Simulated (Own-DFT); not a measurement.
# Reading a pressure off an energy slope: monoclinic HfO2, 94 atoms (Hf32O62), with two O vacancies

All values are computed. Each geometry was run twice at fixed positions with Own-DFT, a retired in-house plane-wave program that no person has reviewed: with PBE, and with HSE06 (exact exchange share 0.25 at short range, screening 0.11 per bohr, Gygi-Baldereschi treatment of its divergence). Both used PseudoDojo norm-conserving files made for PBE, a cutoff of 48 hartree, the Gamma point alone, fixed occupations, a neutral cell and no spin. The unstrained cell is 10.1 Å across at its thinnest, so Gamma alone is coarse and defects feel their images. The hafnium file keeps the 4f electrons in the core, and its forces lie about 75 meV/Å off all-electron values. The oxygen file's force components were 24 meV/Å off all-electron values in a glass.

Unstrained cell vectors in Å: (10.234, 0.000, 0.000); (0.000, 10.350, 0.000); (-1.696, 0.000, 10.445), volume V0 = 1106.4 Å³, from measured lattice constants. Each geometry has its own random strain of a few per cent, its own defect sites and random moves of rms u per axis. HSE06 gave the energy alone. D is its energy less that of PBE, over the lowest D shown. The PBE stress wasn't checked against mesh or cutoff.

```
run  V - V0 (Å³)   u (Å)  P with PBE (GPa)  D (eV)
  1          9.0  0.0310              2.04   1.150
  2         19.3  0.0297             -0.59   1.456
  3         -9.0  0.0520              8.74   0.894
  4          4.1  0.0297              2.97   1.111
  5         34.2  0.0536             -1.96   2.050
  6         12.8  0.0550              3.67   1.342
  7          4.1  0.0499              4.06   1.194
  8        -36.1  0.0298             12.49   0.057
  9        -30.0  0.0310             12.25   0.169
 10         -9.2  0.0506              7.54   0.932
 11        -10.2  0.0499              8.97   0.826
 12        -25.0  0.0295              9.48   0.322
 13        -36.8  0.0314             13.46   0.000
 14         12.2  0.0293              0.98       ?
```

## Analysis

D = 0.89 + 0.0257 (V - V0) + 80 u² eV, with an error of 0.0008 on the volume slope, 19 on the last term and a scatter of 0.05 eV. Pressure is -dE/dV, and 1 eV/Å³ is 160.2 GPa, so HSE06 changes the pressure by -4.1 ± 0.1 GPa. With the ions held to the strained lattice, the PBE pressure falls by 271 ± 9 GPa per unit of volume strain; the shape of the strain isn't fitted, so the true error is larger, and a relaxed crystal would be softer. On that slope HSE06's volume at a given pressure is about 1.5 % smaller, or 0.5 % in lengths. At u = 0 and V0 the PBE pressure is 3.0 GPa, which puts the zero-pressure volume, against the measured cell and with the defects in, at +1.1 % for PBE and -0.4 % for HSE06, each good to a few tenths of a per cent.

## Check

The question: what D should run 14 give?

Estimate: 1.27 eV, with rows scattering by 0.05. The hidden result is 1.245 eV.
